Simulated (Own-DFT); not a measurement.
GaN (wurtzite, strained, atoms displaced) (calculated)

All values are calculated (Own-DFT development build). A calculation, not a measurement: plane-wave PBE density functional theory by an unreviewed code, no spin, of a simulated periodic cell, stress positive in tension, free energy of the whole cell less one offset for each atom, forces on such cells passed a denser k mesh, this cell's mesh not checked; offsets are fitted by least squares, one for each functional and potential file, so energies compare only between cells with the same atoms and settings and are not formation energies; the far tail of each file's local potential was reset to the Coulomb form; each entry is a single point on an unrelaxed cell, so the pressure reflects the starting lattice, mostly measured values (interpolated for alloys), from which strain is counted, and rises with the displacements; printed positions are rounded, which can move forces by about a meV/angstrom; the program, named Own-DFT, is a retired in-house code; no spin-orbit coupling.

Common to all runs: functional PBE; potential files PseudoDojo norm-conserving, scalar-relativistic, standard set with the stringent files for Ga; wave cutoff 96 hartree; occupations Gaussian; smearing width 0.01 eV; k mesh 3 x 4 x 3 centred on Gamma.

```yaml
- entry: 1
  formula: GaN
  kind: "wurtzite, strained, atoms displaced"
  structure:
    cell_angstrom: [[12.756, 0.0, 0.0], [-4.7835, 8.2853, 0.0], [0.0, 0.0, 10.2922]]
    atoms_fractional:
      - [Ga, 0.08498, 0.22284, 0.99969]
      - [Ga, 0.1708, 0.11237, 0.24522]
      - ["N", 0.08304, 0.21722, 0.18516]
      - ["N", 0.16801, 0.11349, 0.44477]
      - [Ga, 0.08516, 0.22581, 0.50677]
      - [Ga, 0.16478, 0.10021, 0.75549]
      - ["N", 0.08204, 0.21796, 0.69593]
      - ["N", 0.16649, 0.10732, 0.93762]
      - [Ga, 0.07424, 0.55122, 0.99636]
      - [Ga, 0.16991, 0.44799, 0.25802]
      - ["N", 0.08401, 0.5604, 0.19747]
      - ["N", 0.16635, 0.4386, 0.44079]
      - [Ga, 0.08118, 0.5585, 0.49993]
      - [Ga, 0.166, 0.44182, 0.74863]
      - ["N", 0.08145, 0.54953, 0.68989]
      - ["N", 0.17149, 0.44894, 0.94302]
      - [Ga, 0.08467, 0.88763, 0.99706]
      - [Ga, 0.17319, 0.7763, 0.24461]
      - ["N", 0.08329, 0.88936, 0.18366]
      - ["N", 0.1719, 0.78496, 0.43953]
      - [Ga, 0.08302, 0.8942, 0.50779]
      - [Ga, 0.16677, 0.77204, 0.74903]
      - ["N", 0.08001, 0.88291, 0.68507]
      - ["N", 0.17026, 0.77402, 0.92809]
      - [Ga, 0.33343, 0.2243, 0.00475]
      - [Ga, 0.42712, 0.11397, 0.25223]
      - ["N", 0.33096, 0.22886, 0.18328]
      - ["N", 0.43156, 0.11122, 0.43768]
      - [Ga, 0.33881, 0.21789, 0.50358]
      - [Ga, 0.41953, 0.11085, 0.74819]
      - ["N", 0.33323, 0.22099, 0.68703]
      - ["N", 0.41693, 0.11611, 0.94045]
      - [Ga, 0.33651, 0.55889, 0.00053]
      - [Ga, 0.4122, 0.43709, 0.24436]
      - ["N", 0.33605, 0.55682, 0.19089]
      - ["N", 0.41485, 0.42282, 0.43773]
      - [Ga, 0.33461, 0.54873, 0.49535]
      - [Ga, 0.41735, 0.43695, 0.75421]
      - ["N", 0.33394, 0.55519, 0.68739]
      - ["N", 0.425, 0.44756, 0.93744]
      - [Ga, 0.33321, 0.88798, 0.00859]
      - [Ga, 0.41506, 0.77561, 0.25196]
      - ["N", 0.33164, 0.88568, 0.1806]
      - ["N", 0.42416, 0.7812, 0.43981]
      - [Ga, 0.33069, 0.88551, 0.49815]
      - [Ga, 0.42385, 0.78725, 0.74534]
      - ["N", 0.33785, 0.89291, 0.68917]
      - ["N", 0.4185, 0.79169, 0.94326]
      - [Ga, 0.58299, 0.21308, 0.002]
      - [Ga, 0.67058, 0.12246, 0.24454]
      - ["N", 0.58194, 0.23054, 0.19175]
      - ["N", 0.66041, 0.1047, 0.43794]
      - [Ga, 0.58173, 0.2323, 0.50459]
      - [Ga, 0.66681, 0.11254, 0.74795]
      - ["N", 0.58369, 0.21431, 0.68557]
      - ["N", 0.67293, 0.11707, 0.93346]
      - [Ga, 0.58671, 0.55516, 0.00116]
      - [Ga, 0.67659, 0.45001, 0.25877]
      - ["N", 0.58536, 0.55032, 0.19689]
      - ["N", 0.66464, 0.43819, 0.43402]
      - [Ga, 0.58348, 0.56621, 0.49137]
      - [Ga, 0.66837, 0.45175, 0.74853]
      - ["N", 0.58116, 0.5539, 0.69167]
      - ["N", 0.66539, 0.44727, 0.94373]
      - [Ga, 0.57028, 0.88685, 0.00319]
      - [Ga, 0.67652, 0.77927, 0.24161]
      - ["N", 0.58251, 0.8917, 0.18521]
      - ["N", 0.66182, 0.77735, 0.44294]
      - [Ga, 0.58618, 0.88585, 0.51464]
      - [Ga, 0.66394, 0.7747, 0.73827]
      - ["N", 0.58441, 0.8906, 0.68358]
      - ["N", 0.66379, 0.76166, 0.93452]
      - [Ga, 0.83185, 0.22373, 0.99698]
      - [Ga, 0.90975, 0.10153, 0.24818]
      - ["N", 0.82962, 0.21869, 0.19608]
      - ["N", 0.91315, 0.10359, 0.4398]
      - [Ga, 0.83193, 0.2226, 0.50104]
      - [Ga, 0.9134, 0.11308, 0.74784]
      - ["N", 0.83378, 0.21687, 0.68666]
      - ["N", 0.92085, 0.1196, 0.93499]
      - [Ga, 0.83753, 0.56133, 0.00591]
      - [Ga, 0.90809, 0.43598, 0.25251]
      - ["N", 0.83241, 0.55149, 0.18641]
      - ["N", 0.91646, 0.43963, 0.44616]
      - [Ga, 0.82796, 0.55248, 0.49638]
      - [Ga, 0.92079, 0.44934, 0.74589]
      - ["N", 0.8408, 0.56166, 0.6816]
      - ["N", 0.91612, 0.44914, 0.93759]
      - [Ga, 0.83409, 0.88891, 0.99629]
      - [Ga, 0.9201, 0.78084, 0.25027]
      - ["N", 0.82894, 0.88585, 0.18278]
      - ["N", 0.91284, 0.77823, 0.4318]
      - [Ga, 0.83913, 0.89866, 0.50024]
      - [Ga, 0.91116, 0.77787, 0.74695]
      - ["N", 0.83225, 0.89064, 0.70074]
      - ["N", 0.91348, 0.77704, 0.94512]
  results:
    "free_energy_of_cell_above_offsets [eV]": "-4.133"
    "pressure [GPa]": 8.66
    "stress_xx [GPa]": -7.1
    "stress_yy [GPa]": -7.47
    "stress_zz [GPa]": -11.41
    "stress_yz [GPa]": 0.45
    "stress_xz [GPa]": -0.01
    "stress_xy [GPa]": -1.33
    force_element: [Ga, Ga, "N", "N", Ga, Ga, "N", "N", Ga, Ga, "N", "N", Ga, Ga, "N", "N", Ga, Ga, "N", "N", Ga, Ga, "N", "N", Ga, Ga, "N", "N", Ga, Ga, "N", "N", Ga, Ga, "N", "N", Ga, Ga, "N", "N", Ga, Ga, "N", "N", Ga, Ga, "N", "N", Ga, Ga, "N", "N", Ga, Ga, "N", "N", Ga, Ga, "N", "N", Ga, Ga, "N", "N", Ga, Ga, "N", "N", Ga, Ga, "N", "N", Ga, Ga, "N", "N", Ga, Ga, "N", "N", Ga, Ga, "N", "N", Ga, Ga, "N", "N", Ga, Ga, "N", "N", Ga, Ga, "N", "N"]
    "force_x [eV/angstrom]": [-0.008, -0.939, -0.763, 0.314, 0.076, -0.066, 0.193, 0.095, 2.208, -0.489, -0.232, -0.584, 0.918, 0.743, 0.54, -0.663, 0.092, -1.895, 0.745, -1.148, 0.185, 0.247, 0.072, -0.823, 0.286, -2.026, 1.39, -3.24, -0.436, -0.57, 0.221, 0.406, 0.229, 1.072, -0.454, -0.641, 0.412, -0.875, 0.377, -1.665, -1.087, 1.066, 0.701, -0.999, 1.726, -0.955, -0.648, -0.537, -0.809, -1.382, 1.792, 0.674, 2.581, 0.77, -0.656, -0.876, -0.216, -1.676, -0.368, -0.267, 0.293, 0.754, 0.255, 1.86, 3.772, -3.501, 0.398, 1.679, -1.024, 0.07, 0.354, -0.909, 0.973, 1.045, 1.177, 0.257, -0.573, 1.104, -1.116, -0.443, -1.172, 1.494, 0.602, -0.708, 0.724, -0.858, -1.132, -0.516, -1.29, 0.043, 2.147, 0.553, -0.667, 1.076, -0.066, 1.208]
    "force_y [eV/angstrom]": [0.261, -0.497, 0.496, -0.161, -1.058, 0.886, -0.083, 0.381, 0.793, -0.942, -1.659, 1.015, 0.104, 0.203, 0.648, -0.262, -0.438, 0.724, -0.202, -0.825, -0.322, 0.532, -0.142, 0.181, 0.086, -0.631, -1.695, -1.306, -1.403, 0.234, -0.682, -0.786, 0.104, 1.449, -0.107, 2.786, 0.395, 0.682, 0.193, -0.413, 0.802, 0.663, 0.993, -1.142, 0.666, -1.527, -0.63, -2.201, 1.725, -2.218, 0.039, 1.029, -1.192, 0.015, 1.715, -1.163, -0.359, -0.483, 0.544, 1.652, -2.451, -0.816, -0.196, -1.114, 0.769, -1.152, 0.075, 1.264, 1.224, -0.088, 0.272, 2.824, 0.146, 1.061, 0.599, 2.187, -1.342, -0.077, 1.226, -0.653, -0.839, 1.172, 0.842, 0.807, 0.514, -1.04, -0.65, -0.785, 0.361, -0.111, 0.757, -0.162, -2.252, -0.188, 0.048, 0.303]
    "force_z [eV/angstrom]": [-0.289, 1.193, 1.047, -0.909, -0.303, -1.101, -0.514, 0.598, 1.032, -1.642, -1.13, 0.493, -0.189, 0.694, -0.596, -0.529, -0.231, 1.087, 0.605, -0.447, -2.412, -1.074, 1.877, 2.269, -1.819, -0.103, 1.184, -0.28, -0.488, 0.842, 0.914, -0.063, -0.36, 1.203, -0.118, -0.687, 0.549, -0.717, 0.257, 0.932, -3.562, 0.206, 3.315, 0.095, 0.472, 0.851, -0.464, -1.91, -0.409, 1.725, -1.057, 0.267, -0.367, -0.124, 0.979, 0.589, 1.06, -2.3, -0.596, 2.059, 0.841, 0.854, -1.744, -0.942, -0.357, 1.299, 0.839, -1.089, -5.076, 2.247, 3.76, -0.247, 0.51, 0.265, -1.774, -0.502, -0.583, 0.747, 0.295, 0.829, -1.417, 0.501, 1.308, -1.118, -0.025, 0.319, 0.722, -0.341, -0.762, -1.04, 0.063, 1.424, 0.833, 1.126, -2.049, -1.323]
- entry: 2
  formula: GaN
  kind: "wurtzite, strained, atoms displaced"
  structure:
    cell_angstrom: [[12.756, 0.0, 0.0], [-4.7835, 8.2853, 0.0], [0.0, 0.0, 10.2922]]
    atoms_fractional:
      - [Ga, 0.08659, 0.22251, 0.9959]
      - [Ga, 0.16578, 0.1122, 0.25117]
      - ["N", 0.08345, 0.23026, 0.19035]
      - ["N", 0.16321, 0.11589, 0.43433]
      - [Ga, 0.0843, 0.22023, 0.49084]
      - [Ga, 0.17293, 0.12141, 0.75037]
      - ["N", 0.08199, 0.21147, 0.68428]
      - ["N", 0.16492, 0.11394, 0.93479]
      - [Ga, 0.08073, 0.55347, 0.99941]
      - [Ga, 0.15914, 0.44321, 0.24378]
      - ["N", 0.08556, 0.55248, 0.19443]
      - ["N", 0.16604, 0.44138, 0.43644]
      - [Ga, 0.09019, 0.56486, 0.50157]
      - [Ga, 0.16601, 0.44053, 0.75414]
      - ["N", 0.09272, 0.56505, 0.68561]
      - ["N", 0.16736, 0.44084, 0.9403]
      - [Ga, 0.08312, 0.88513, 0.00111]
      - [Ga, 0.17247, 0.77402, 0.2502]
      - ["N", 0.08078, 0.88818, 0.1883]
      - ["N", 0.17081, 0.77554, 0.43681]
      - [Ga, 0.09396, 0.89022, 0.49539]
      - [Ga, 0.16524, 0.78067, 0.75759]
      - ["N", 0.08549, 0.8956, 0.70248]
      - ["N", 0.16796, 0.78924, 0.93231]
      - [Ga, 0.3305, 0.22197, 0.00068]
      - [Ga, 0.41025, 0.11103, 0.24967]
      - ["N", 0.32626, 0.21847, 0.18911]
      - ["N", 0.41768, 0.11452, 0.42713]
      - [Ga, 0.33307, 0.22124, 0.49485]
      - [Ga, 0.41641, 0.11827, 0.74565]
      - ["N", 0.33155, 0.21671, 0.68436]
      - ["N", 0.415, 0.10109, 0.93378]
      - [Ga, 0.33241, 0.56754, 0.00703]
      - [Ga, 0.41797, 0.44525, 0.24714]
      - ["N", 0.33247, 0.55366, 0.18228]
      - ["N", 0.41779, 0.4368, 0.43964]
      - [Ga, 0.3367, 0.55444, 0.49389]
      - [Ga, 0.42028, 0.44505, 0.74844]
      - ["N", 0.33244, 0.54762, 0.69171]
      - ["N", 0.41617, 0.44708, 0.93262]
      - [Ga, 0.33708, 0.88851, 0.99631]
      - [Ga, 0.41375, 0.76779, 0.25218]
      - ["N", 0.32997, 0.88802, 0.18552]
      - ["N", 0.41803, 0.78019, 0.45055]
      - [Ga, 0.32624, 0.87901, 0.49891]
      - [Ga, 0.41727, 0.7807, 0.7597]
      - ["N", 0.33024, 0.89083, 0.69719]
      - ["N", 0.41869, 0.78498, 0.9397]
      - [Ga, 0.5829, 0.22583, 0.00141]
      - [Ga, 0.67033, 0.11326, 0.25312]
      - ["N", 0.58306, 0.22553, 0.18617]
      - ["N", 0.66251, 0.10621, 0.43705]
      - [Ga, 0.58672, 0.22046, 0.49632]
      - [Ga, 0.66884, 0.10714, 0.74872]
      - ["N", 0.58608, 0.22442, 0.69131]
      - ["N", 0.67275, 0.11979, 0.93835]
      - [Ga, 0.57152, 0.55512, 0.99072]
      - [Ga, 0.65994, 0.43279, 0.24342]
      - ["N", 0.5841, 0.55605, 0.19251]
      - ["N", 0.66814, 0.45559, 0.43631]
      - [Ga, 0.57791, 0.55423, 0.50665]
      - [Ga, 0.66661, 0.44765, 0.76073]
      - ["N", 0.59067, 0.55212, 0.67693]
      - ["N", 0.66385, 0.44176, 0.942]
      - [Ga, 0.59183, 0.88882, 0.98823]
      - [Ga, 0.65862, 0.77711, 0.24697]
      - ["N", 0.58359, 0.89543, 0.18693]
      - ["N", 0.66504, 0.77374, 0.44887]
      - [Ga, 0.5833, 0.88659, 0.4953]
      - [Ga, 0.66618, 0.78108, 0.74551]
      - ["N", 0.59151, 0.89907, 0.68364]
      - ["N", 0.66777, 0.7754, 0.94248]
      - [Ga, 0.83964, 0.22377, 0.99341]
      - [Ga, 0.9171, 0.10819, 0.25188]
      - ["N", 0.83316, 0.21753, 0.18945]
      - ["N", 0.91624, 0.11032, 0.43841]
      - [Ga, 0.83637, 0.2293, 0.50223]
      - [Ga, 0.92287, 0.13059, 0.74638]
      - ["N", 0.83402, 0.22378, 0.68975]
      - ["N", 0.92029, 0.11269, 0.939]
      - [Ga, 0.83736, 0.55044, 0.99837]
      - [Ga, 0.90806, 0.43351, 0.25184]
      - ["N", 0.83501, 0.55084, 0.19216]
      - ["N", 0.91571, 0.44334, 0.43872]
      - [Ga, 0.82565, 0.54879, 0.49726]
      - [Ga, 0.91524, 0.43093, 0.7515]
      - ["N", 0.84473, 0.55676, 0.69174]
      - ["N", 0.90982, 0.44324, 0.93805]
      - [Ga, 0.83322, 0.8946, 0.00086]
      - [Ga, 0.91675, 0.77339, 0.25601]
      - ["N", 0.83669, 0.88649, 0.18788]
      - ["N", 0.90427, 0.76632, 0.44307]
      - [Ga, 0.83173, 0.89351, 0.50175]
      - [Ga, 0.91527, 0.77555, 0.75701]
      - ["N", 0.83126, 0.89064, 0.69129]
      - ["N", 0.91751, 0.78153, 0.93383]
  results:
    "free_energy_of_cell_above_offsets [eV]": "-4.094"
    "pressure [GPa]": 8.59
    "stress_xx [GPa]": -7.36
    "stress_yy [GPa]": -7.64
    "stress_zz [GPa]": -10.77
    "stress_yz [GPa]": -0.22
    "stress_xz [GPa]": -0.18
    "stress_xy [GPa]": 1.02
    force_element: [Ga, Ga, "N", "N", Ga, Ga, "N", "N", Ga, Ga, "N", "N", Ga, Ga, "N", "N", Ga, Ga, "N", "N", Ga, Ga, "N", "N", Ga, Ga, "N", "N", Ga, Ga, "N", "N", Ga, Ga, "N", "N", Ga, Ga, "N", "N", Ga, Ga, "N", "N", Ga, Ga, "N", "N", Ga, Ga, "N", "N", Ga, Ga, "N", "N", Ga, Ga, "N", "N", Ga, Ga, "N", "N", Ga, Ga, "N", "N", Ga, Ga, "N", "N", Ga, Ga, "N", "N", Ga, Ga, "N", "N", Ga, Ga, "N", "N", Ga, Ga, "N", "N", Ga, Ga, "N", "N", Ga, Ga, "N", "N"]
    "force_x [eV/angstrom]": [-0.459, -0.996, 0.54, 2.02, -1.228, -0.346, -0.517, 0.968, 0.02, 2.113, -2.356, 0.137, -0.422, 0.26, -0.456, -0.706, -1.063, -1.772, 0.894, -0.996, -2.712, -0.152, 0.161, 1.171, 0.469, 1.054, 0.7, 0.028, 0.027, 1.262, -0.011, -0.55, 0.691, 0.049, -0.05, -1.056, -0.624, -0.011, 0.058, -1.451, -1.531, -0.199, 1.352, -0.269, 1.513, -0.089, 0.903, 1.325, 0.12, -0.774, -0.088, 1.086, -1.289, -1.166, 0.02, -0.051, 2.693, 0.429, -0.687, -0.535, 1.197, 1.624, -1.283, -0.331, -1.772, 1.729, -0.326, -0.636, 0.319, 0.852, -1.141, 0.175, -0.802, -0.103, 0.107, -0.439, 0.011, 1.159, -0.271, -0.207, -2.649, 0.99, -0.718, 0.421, 0.975, -0.206, -1.501, 2.904, 1.247, -0.446, -1.037, 1.705, 0.669, 0.066, 0.461, -0.184]
    "force_y [eV/angstrom]": [-0.334, -0.397, -1.608, -1.343, 0.6, -1.517, 1.934, -0.259, 0.646, -0.314, 0.931, 0.93, -2.143, 0.219, -1.395, 1.131, 0.885, 0.172, -0.141, 0.217, -0.082, 0.108, -0.263, -1.896, -0.432, -0.195, 0.936, -0.938, -0.647, -0.98, 1.487, 2.033, -0.939, -0.455, -0.171, 1.066, -0.719, -0.276, 1.151, -0.736, 0.391, 1.754, -0.037, -0.863, 2.179, -0.247, -0.149, -0.828, -1.13, -0.089, -2.073, 0.664, 1.115, 1.324, -0.081, -0.937, 0.109, 2.591, -0.163, -2.22, -0.076, -0.339, 0.516, 1.112, 1.478, 0.2, -0.833, 0.421, 0.363, -0.414, -1.758, -0.156, -0.392, -0.186, -0.002, 0.415, -0.941, -3.06, -0.561, 0.441, 1.821, 0.734, 0.075, 0.575, 0.474, 3.15, -0.648, -0.553, -0.82, -0.218, 0.007, 1.851, -0.836, 0.577, 0.648, -0.641]
    "force_z [eV/angstrom]": [1.258, -0.963, -0.795, 0.384, 1.375, -0.193, -0.205, 0.969, 0.129, 1.491, -1.563, -0.224, -0.155, -1.38, 1.187, 0.147, -0.194, -0.757, 0.632, -0.601, 1.653, -2.26, -2.233, 3.011, -0.574, -1.541, -0.494, 2.494, 0.372, 0.313, -0.326, 0.713, -2.524, 0.357, 2.275, -0.865, 1.293, -0.997, -0.485, 0.717, 0.608, 0.013, 0.174, -1.902, 1.591, -2.711, -1.401, 0.653, -0.66, -1.043, 0.213, 0.447, 0.6, 0.49, -0.602, -0.118, 1.998, 1.269, -1.374, -0.474, -3.238, -1.929, 4.445, 0.614, 1.663, 0.879, -0.306, -1.802, 0.676, -0.055, 0.746, -1.402, 1.471, -0.495, -0.667, 0.265, -0.689, 0.447, -0.743, -0.659, 1.065, 0.072, -0.929, 0.286, 1.346, -0.571, -0.124, -0.312, -0.008, -0.297, 0.4, -0.219, 0.481, -2.429, 0.219, 2.586]
```
